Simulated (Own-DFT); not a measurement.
# How strain changes the stress of wurtzite GaN, 72 atoms (Ga36N36)

These are calculations, not measurements. The program, named Own-DFT, is a retired in-house plane-wave density functional code that no person has reviewed. Each row is one single-point run on a periodic cell that was not relaxed, without spin or spin-orbit coupling.

Settings of every run: PBE; PseudoDojo norm-conserving scalar-relativistic files; cutoff 42 hartree; 4 x 4 x 3 k mesh centred on Gamma; Fermi-Dirac smearing of 0.1 eV.

Known limits: forces not confirmed at this smearing and k mesh; stress not checked against mesh or cutoff.

Unstrained cell vectors in Å: (9.567, 0.000, 0.000); (-4.783, 8.285, 0.000); (0.000, 0.000, 10.370). The unstrained cell has measured lattice constants (interpolated for alloys), not those of this functional. That, the random moves and any unrelaxed bonds set the pressure at no strain. Each run strains this cell uniformly, with the atoms carried along. Every atom was also moved at random, by a Gaussian of width 0.05 Å on each axis. Strain is the symmetric tensor, in per cent. Stress is positive in tension, and the pressure is minus a third of its trace.

| run | e_xx (%) | e_yy (%) | e_zz (%) | e_yz (%) | e_xz (%) | e_xy (%) | s_xx (GPa) | s_yy (GPa) | s_zz (GPa) | s_yz (GPa) | s_xz (GPa) | s_xy (GPa) | P (GPa) | E (meV/atom) |
|---|---|---|---|---|---|---|---|---|---|---|---|---|---|---|
| 1 | -0.33 | 1.70 | 0.19 | 0.51 | -1.34 | -0.92 | -6.63 | -1.27 | -5.74 | 2.02 | -2.49 | -1.50 | 4.55 | 8.5 |
| 2 | -1.96 | -0.92 | 0.69 | -1.91 | 0.44 | 1.68 | -17.04 | -13.28 | -7.82 | -3.96 | 0.91 | 6.04 | 12.71 | 48.4 |
| 3 | 1.05 | -1.24 | -1.57 | 0.51 | -0.15 | 0.32 | -4.44 | -14.71 | -15.43 | 2.40 | -0.11 | 0.75 | 11.53 | 31.9 |
| 4 | -0.88 | -0.96 | -1.24 | 0.05 | -1.10 | -0.11 | -12.97 | -14.18 | -15.88 | -0.12 | -1.08 | -0.16 | 14.34 | 35.3 |
| 5 | -1.96 | 0.48 | -1.80 | 0.35 | 0.84 | -1.35 | -20.74 | -10.28 | -16.87 | 0.67 | 3.20 | -3.03 | 15.96 | 70.1 |
| 6 | 0.37 | 1.88 | -1.83 | 0.61 | 1.37 | -0.96 | -5.38 | -0.37 | -15.60 | 0.55 | 2.11 | -2.52 | 7.12 | 25.3 |
| 7 | 0.15 | 1.86 | -1.27 | -0.13 | -0.78 | -0.21 | -6.24 | -0.85 | -12.53 | -0.55 | -2.35 | -1.21 | 6.54 | 21.9 |
| 8 | 0.55 | 1.07 | 0.49 | -0.86 | 1.51 | -1.27 | -4.64 | -1.83 | -3.48 | -2.02 | 3.19 | -3.53 | 3.32 | 0.0 |
| 9 | 0.92 | -1.14 | -0.21 | 1.01 | 1.95 | 0.83 | -5.31 | -13.74 | -7.92 | 2.12 | 4.19 | 2.39 | 8.99 | 27.9 |
| 10 | -1.81 | 1.91 | 0.81 | 0.38 | 0.99 | -0.52 | -12.78 | -0.73 | -5.43 | 0.17 | 3.26 | -2.52 | 6.32 | 27.2 |
| 11 | 0.57 | 0.53 | -0.66 | 1.66 | -0.86 | 0.00 | -5.33 | -5.07 | -9.27 | 3.05 | -1.65 | 0.11 | 6.56 | 9.6 |
| 12 | 1.70 | 1.01 | 1.44 | -0.66 | 0.69 | 0.31 | 1.27 | -0.64 | -0.84 | -1.65 | 1.34 | 1.86 | 0.07 | 15.2 |
| 13 | -0.58 | 0.99 | -1.10 | -0.22 | -1.25 | 1.59 | -11.08 | -5.00 | -12.71 | -0.11 | -2.55 | 4.15 | 9.60 | 35.5 |
| 14 | 1.38 | 1.97 | -1.16 | -0.22 | -1.99 | -0.08 | -0.27 | 0.97 | -12.32 | -0.07 | -3.37 | -0.77 | 3.87 | 20.3 |
| 15 | 1.26 | -1.20 | 0.08 | -0.21 | 1.79 | -0.59 | -3.82 | -9.83 | -7.56 | -0.90 | 3.46 | -1.57 | 7.07 | 10.8 |
| 16 | -1.64 | -0.36 | -0.25 | -1.46 | -0.61 | 0.57 | ? | ? | ? | ? | ? | ? | ? | ? |

E is the free energy for each atom above the lowest run shown.

## Worked fit

Each stress component was fitted by least squares to a constant and the strains of the runs shown, as fractions, with shears doubled. Shear strains stay in the fit of a normal stress only where such slopes are resolved. The slopes, in GPa:

| stress | at no strain | per e_xx | per e_yy | per e_zz | scatter |
|---|---|---|---|---|---|
| s_xx | -8.0 | 467 ± 25 | 101 ± 24 | 85 ± 29 | 1.14 |
| s_yy | -7.9 | 112 ± 20 | 442 ± 19 | 101 ± 23 | 0.90 |
| s_zz | -8.1 | 78 ± 21 | 55 ± 20 | 449 ± 25 | 0.96 |

Each shear stress against twice its own strain: yz 103 ± 11, xz 93 ± 8, xy 133 ± 14 GPa. These are stiffnesses along x, y and z of the frame in which the cell vectors are given, which need not be the crystal's axes. The atoms are held to the strained lattice; where symmetry lets them move under strain, relaxing them would lower some slopes. The table should be nearly symmetric about its diagonal, and what it lacks of that shows the noise. A ninth of its sum, 210 ± 6 GPa, estimates the bulk modulus near the mean pressure of these runs, 7.9 GPa, so it lies above the value at zero pressure.

## Withheld run

Question: what normal stresses and pressure should run 16 give?

The fit gives s_xx = -16.2, s_yy = -11.6, s_zz = -10.8 and P = 12.9 GPa. The calculation gave -15.89, -11.49, -10.10 and P = 12.49 GPa.
